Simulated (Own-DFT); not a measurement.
# Point defects and the pressure they add: C40 NbSi2

Everything here is calculated. The program is Own-DFT (plane waves, in-house, since retired, never reviewed by a person); positions were held fixed, and spin and spin-orbit coupling were off.

Common settings: PBE; PseudoDojo norm-conserving scalar-relativistic files; cutoff 42 hartree; 4 x 4 x 5 k mesh centred on Gamma; cold (Marzari-Vanderbilt) smearing of 0.2 eV.

Caveats: forces on such cells failed a check on a denser k mesh; stress not checked against mesh or cutoff.

All runs share one cell, with vectors in Å (0.000, 8.324, 0.000); (-9.613, 0.000, 0.000); (0.000, 0.000, 6.586) and a volume of 527.0 Å³. The atoms are randomly displaced, by u rms on each axis. The defect's site can differ from row to row.

| cell | formula | u (Å) | P (GPa) |
|---|---|---|---|
| no defect | Nb12Si24 | 0.0199 | 1.52 |
| no defect | Nb12Si24 | 0.0207 | 1.52 |
| no defect | Nb12Si24 | 0.0504 | 2.61 |
| two Si on a Nb site each | Nb10Si26 | 0.0319 | 1.71 |
| two Si on a Nb site each | Nb10Si26 | 0.0322 | 1.69 |
| two Si on a Nb site each | Nb10Si26 | 0.0460 | 2.33 |
| two Nb vacancies | Nb10Si24 | 0.0288 | ? |
| two Nb vacancies | Nb10Si24 | 0.0370 | 0.33 |
| two Nb vacancies | Nb10Si24 | 0.0435 | 0.23 |
| two Nb vacancies | Nb10Si24 | 0.0508 | 0.95 |
| one Si vacancy | Nb12Si23 | 0.0279 | 1.08 |
| one Si vacancy | Nb12Si23 | 0.0317 | 1.17 |
| one Si vacancy | Nb12Si23 | 0.0550 | 2.02 |
| two Nb on a Si site each | Nb14Si22 | 0.0277 | 7.48 |
| two Nb on a Si site each | Nb14Si22 | 0.0287 | 7.63 |
| two Nb on a Si site each | Nb14Si22 | 0.0485 | 8.72 |

## Fit

P = P0 + c u² + a shift for each defect gives P0 = 1.29 GPa, c = 531 ± 51 GPa/Å² and a scatter of 0.16 GPa. The shifts, and each times the cell's volume:

- two Nb on a Si site each: 5.96 ± 0.13 GPa, 19.6 eV (9.8 eV for each of its 2 sites)
- two Si on a Nb site each: -0.12 ± 0.13 GPa, -0.4 eV (-0.2 eV for each of its 2 sites) (not resolved)
- one Si vacancy: -0.72 ± 0.13 GPa, -2.4 eV
- two Nb vacancies: -1.82 ± 0.13 GPa, -6.0 eV (-3.0 eV for each of its 2 sites)

Positive is outwards. The product with the volume (160.2 GPa Å³ to the eV) is nearly free of the cell's size; divided by the bulk modulus at the cell's pressure it gives the volume that the defect adds. The atoms around the defects weren't relaxed, which would change these numbers.

## Check

Asked: what pressure belongs in the blank (two Nb vacancies, u = 0.0288 Å)?

From the fit: -0.09 ± 0.19 GPa. DFT gave -0.12 GPa.
